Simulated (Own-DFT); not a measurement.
# Strain and stress in wurtzite GaN, 96 atoms (Ga48N48)

All numbers below are calculated, not measured. They come from Own-DFT, an in-house plane-wave density functional program, since retired, whose code no person has reviewed. Each row is one single-point run on a periodic cell that was not relaxed, without spin or spin-orbit coupling.

Settings of every run: PBE; PseudoDojo norm-conserving scalar-relativistic files; cutoff 42 hartree; 3 x 4 x 3 k mesh centred on Gamma; Fermi-Dirac smearing of 0.1 eV.

Known limits: forces on such cells passed a denser k mesh, each cell not checked; stress not checked against mesh or cutoff.

Unstrained cell vectors in Å: (12.756, 0.000, 0.000); (-4.784, 8.285, 0.000); (0.000, 0.000, 10.370). The unstrained cell has measured lattice constants (interpolated for alloys), not those of this functional. That, the random moves and any unrelaxed bonds set the pressure at no strain. Each run strains this cell uniformly, with the atoms carried along. Every atom was also moved at random, by a Gaussian of width 0.05 Å on each axis. Strain is the symmetric tensor, in per cent. Stress is positive in tension, and the pressure is minus a third of its trace.

| run | e_xx (%) | e_yy (%) | e_zz (%) | e_yz (%) | e_xz (%) | e_xy (%) | s_xx (GPa) | s_yy (GPa) | s_zz (GPa) | s_yz (GPa) | s_xz (GPa) | s_xy (GPa) | P (GPa) | E (meV/atom) |
|---|---|---|---|---|---|---|---|---|---|---|---|---|---|---|
| 1 | -0.45 | 1.32 | 0.80 | 0.99 | -0.46 | -1.97 | -7.03 | -1.45 | -5.55 | 2.15 | -1.15 | -5.07 | 4.68 | 7.4 |
| 2 | -0.70 | -0.81 | 0.96 | -1.87 | 1.18 | 1.53 | -10.92 | -10.41 | -4.93 | -3.49 | 2.06 | 4.34 | 8.75 | 15.0 |
| 3 | -0.73 | -0.23 | 0.27 | -0.64 | -1.45 | -0.39 | -9.27 | -9.71 | -8.67 | -1.29 | -3.05 | -1.49 | 9.22 | 17.0 |
| 4 | -1.10 | -1.38 | 0.83 | 0.60 | -1.52 | 1.95 | -13.36 | -15.07 | -5.97 | 1.26 | -3.16 | 5.77 | 11.47 | 29.7 |
| 5 | 1.23 | 1.28 | 1.64 | -0.19 | -1.03 | 0.35 | -0.72 | -0.52 | 0.76 | -0.48 | -1.96 | 1.90 | 0.16 | 0.0 |
| 6 | -0.58 | 0.77 | 0.88 | -1.96 | -0.03 | 0.17 | -8.93 | -4.51 | -4.96 | -4.15 | 0.84 | 1.72 | 6.13 | 17.2 |
| 7 | 1.24 | -1.61 | 1.76 | 0.94 | -1.28 | -1.86 | -3.59 | -13.09 | -0.15 | 2.23 | -2.70 | -6.27 | 5.61 | 13.1 |
| 8 | -1.57 | -1.13 | 0.87 | -1.10 | -1.12 | 0.91 | -16.89 | -12.69 | -6.28 | -2.74 | -3.13 | 2.09 | 11.96 | 33.8 |
| 9 | -0.77 | 0.46 | -1.59 | -0.19 | 0.69 | 0.55 | -12.57 | -7.69 | -15.41 | -0.36 | 1.97 | 1.17 | 11.89 | 22.1 |
| 10 | -0.39 | -1.40 | 1.36 | 0.26 | 1.50 | -1.21 | -9.54 | -14.85 | -3.59 | 1.35 | 3.31 | -3.93 | 9.33 | 23.4 |
| 11 | -1.11 | 0.67 | 0.14 | -0.42 | 0.72 | -1.98 | -13.46 | -6.88 | -6.36 | -0.75 | 0.85 | -7.53 | 8.90 | 20.8 |
| 12 | 0.96 | -1.85 | 1.58 | 1.63 | 0.59 | -0.53 | -3.22 | -15.25 | -1.89 | 3.43 | 0.96 | -2.22 | 6.79 | 18.0 |
| 13 | 1.51 | -0.09 | -0.97 | 0.27 | 1.33 | 1.89 | -2.76 | -6.05 | -12.42 | 0.47 | 2.17 | 6.10 | 7.08 | 12.7 |
| 14 | -1.37 | 1.20 | -1.41 | 1.06 | 0.38 | 1.82 | -14.10 | -5.10 | -15.50 | 2.24 | 0.09 | 6.65 | 11.57 | 31.3 |
| 15 | 1.23 | -1.03 | -1.64 | -0.84 | 0.03 | -1.22 | -5.70 | -11.74 | -15.72 | -1.68 | 0.33 | -3.26 | 11.05 | 27.5 |
| 16 | -0.66 | -1.75 | 1.75 | 0.38 | -1.68 | -1.96 | -11.75 | -14.79 | -1.58 | 0.86 | -3.92 | -6.14 | 9.38 | 17.2 |
| 17 | -0.46 | 0.79 | 1.32 | -0.94 | 1.58 | 1.89 | -9.09 | -3.64 | -1.92 | -1.76 | 2.72 | 6.60 | 4.89 | 15.3 |
| 18 | -0.91 | -0.09 | 0.37 | -0.64 | 1.86 | -1.41 | ? | ? | ? | ? | ? | ? | ? | ? |

E is the free energy for each atom above the lowest run shown.

## Worked fit

Each stress component was fitted by least squares to a constant and the strains of the runs shown, as fractions, with shears doubled. Shear strains stay in the fit of a normal stress only where such slopes are resolved. The slopes, in GPa:

| stress | at no strain | per e_xx | per e_yy | per e_zz | scatter |
|---|---|---|---|---|---|
| s_xx | -8.2 | 436 ± 25 | 97 ± 24 | 87 ± 23 | 1.02 |
| s_yy | -7.8 | 99 ± 21 | 441 ± 20 | 46 ± 19 | 0.85 |
| s_zz | -8.5 | 58 ± 18 | 52 ± 17 | 456 ± 16 | 0.73 |

Each shear stress against twice its own strain: yz 105 ± 3, xz 100 ± 6, xy 160 ± 7 GPa. These are stiffnesses along x, y and z of the frame in which the cell vectors are given, which need not be the crystal's axes. The atoms are held to the strained lattice; where symmetry lets them move under strain, relaxing them would lower some slopes. The table should be nearly symmetric about its diagonal, and what it lacks of that shows the noise. A ninth of its sum, 197 ± 3 GPa, estimates the bulk modulus near the mean pressure of these runs, 8.2 GPa, so it lies above the value at zero pressure.

## Withheld run

Question: what normal stresses and pressure should run 18 give?

The fit gives s_xx = -11.9, s_yy = -8.9, s_zz = -7.4 and P = 9.4 GPa. The calculation gave -11.95, -7.54, -7.04 and P = 8.84 GPa.
